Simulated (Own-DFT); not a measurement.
# Response to strain: 2H SiC, 72 atoms (C36Si36)

These are calculations, not measurements. They come from Own-DFT, an in-house plane-wave density functional program, since retired, whose code no person has reviewed. Each row is one single-point run on a periodic cell that was not relaxed, without spin or spin-orbit coupling.

Settings of every run: PBE; PseudoDojo norm-conserving scalar-relativistic files; cutoff 42 hartree; 4 x 4 x 3 k mesh centred on Gamma; Fermi-Dirac smearing of 0.1 eV.

Known limits: forces on such cells passed a denser k mesh, each cell not checked; stress not checked against mesh or cutoff.

Unstrained cell vectors in Å: (9.248, 0.000, 0.000); (-4.624, 8.009, 0.000); (0.000, 0.000, 10.068). The unstrained cell has measured lattice constants (interpolated for alloys), not those of this functional. That, the random moves and any unrelaxed bonds set the pressure at no strain. Each run strains this cell uniformly, with the atoms carried along. Every atom was also moved at random, by a Gaussian of width 0.05 Å on each axis. Strain is the symmetric tensor, in per cent. Stress is positive in tension, and the pressure is minus a third of its trace.

| run | e_xx (%) | e_yy (%) | e_zz (%) | e_yz (%) | e_xz (%) | e_xy (%) | s_xx (GPa) | s_yy (GPa) | s_zz (GPa) | s_yz (GPa) | s_xz (GPa) | s_xy (GPa) | P (GPa) | E (meV/atom) |
|---|---|---|---|---|---|---|---|---|---|---|---|---|---|---|
| 1 | 1.67 | -1.74 | 1.76 | -1.38 | -1.97 | -0.21 | 2.54 | -11.08 | 2.32 | -3.57 | -7.38 | -0.61 | 2.07 | 18.4 |
| 2 | -1.30 | 0.38 | 0.20 | 1.66 | 1.62 | 0.14 | -11.78 | -3.11 | -6.79 | 5.30 | 5.98 | 0.81 | 7.23 | 16.0 |
| 3 | 1.88 | 1.62 | 0.00 | 0.61 | -1.35 | -1.90 | 4.59 | 5.81 | -6.25 | 0.81 | -4.02 | -9.17 | -1.38 | 33.3 |
| 4 | -1.86 | 0.04 | -0.12 | 0.54 | 1.14 | -1.98 | -14.99 | -8.12 | -8.62 | 2.76 | 3.92 | -11.44 | 10.57 | 25.7 |
| 5 | 0.04 | 1.73 | 1.08 | 1.84 | 0.19 | -0.58 | -2.48 | 5.76 | -0.99 | 5.27 | 0.10 | -3.11 | -0.76 | 5.3 |
| 6 | -0.10 | 1.93 | -0.23 | -1.55 | -0.47 | 0.06 | -5.38 | 5.59 | -6.84 | -4.51 | -1.60 | -2.37 | 2.21 | 12.3 |
| 7 | -1.98 | 1.91 | -0.33 | -1.52 | -1.04 | -1.27 | -15.24 | 2.64 | -8.05 | -5.42 | -3.91 | -7.85 | 6.89 | 25.7 |
| 8 | 1.46 | 0.40 | 0.18 | -1.57 | 0.05 | 0.26 | 3.89 | -0.67 | -6.99 | -5.97 | -0.35 | 0.99 | 1.26 | 15.6 |
| 9 | 0.46 | 1.89 | 0.14 | 1.86 | -0.09 | -1.75 | -0.03 | 5.81 | -5.47 | 5.66 | -0.70 | -6.49 | -0.10 | 7.1 |
| 10 | -0.77 | -0.49 | 0.36 | 0.46 | 0.21 | -0.21 | -7.70 | -8.72 | -6.01 | 1.48 | 0.98 | -2.11 | 7.47 | 0.9 |
| 11 | -0.07 | -1.41 | -0.53 | 0.35 | -0.85 | 2.00 | -7.60 | -15.14 | -11.31 | 0.98 | -2.84 | 11.08 | 11.35 | 43.1 |
| 12 | -1.80 | -1.83 | -1.04 | 0.09 | -1.83 | 1.40 | -18.29 | -17.41 | -15.53 | 1.10 | -6.27 | 7.46 | 17.08 | 45.7 |
| 13 | -0.74 | 1.99 | -1.76 | 0.38 | -1.06 | -0.88 | -5.97 | 5.32 | -20.87 | 1.29 | -2.47 | -3.97 | 7.17 | 33.2 |
| 14 | -1.97 | 1.06 | 0.62 | -0.76 | -0.11 | 0.92 | -13.24 | -0.66 | -4.00 | -2.25 | -0.62 | 4.50 | 5.97 | 10.8 |
| 15 | -0.01 | 0.48 | 1.00 | -0.64 | -0.52 | -0.45 | -2.03 | -2.16 | -1.73 | -0.81 | -0.88 | -2.15 | 1.97 | 0.0 |
| 16 | 0.52 | 0.80 | 0.07 | 1.51 | -0.45 | 0.76 | -1.83 | 0.50 | -7.59 | 5.33 | -1.60 | 4.11 | 2.97 | 26.1 |
| 17 | 0.57 | 1.11 | -1.55 | -1.78 | -0.32 | 0.60 | ? | ? | ? | ? | ? | ? | ? | ? |

E is the free energy for each atom above the lowest run shown.

## Worked fit

Each stress component was fitted by least squares to a constant and the strains of the runs shown, as fractions, with shears doubled. Shear strains stay in the fit of a normal stress only where such slopes are resolved. The slopes, in GPa:

```
stress  at no strain  per e_xx  per e_yy  per e_zz  scatter
  s_xx          -5.1  517 ± 30  106 ± 27   77 ± 47     1.37
  s_yy          -5.1  115 ± 19  568 ± 17   66 ± 30     0.87
  s_zz          -8.0    4 ± 23   49 ± 21  654 ± 36     1.07
```

Each shear stress against twice its own strain: yz 159 ± 9, xz 172 ± 10, xy 256 ± 14 GPa. These are stiffnesses along x, y and z of the frame in which the cell vectors are given, which need not be the crystal's axes. The atoms are held to the strained lattice; where symmetry lets them move under strain, relaxing them would lower some slopes. The table should be nearly symmetric about its diagonal, and what it lacks of that shows the noise. A ninth of its sum, 240 ± 5 GPa, estimates the bulk modulus near the mean pressure of these runs, 5.1 GPa, so it lies above the value at zero pressure.

## Withheld run

Question: what normal stresses and pressure should run 17 give?

The fit gives s_xx = -2.2, s_yy = 0.9, s_zz = -17.6 and P = 6.3 GPa. The calculation gave -0.89, 1.11, -15.71 and P = 5.16 GPa.
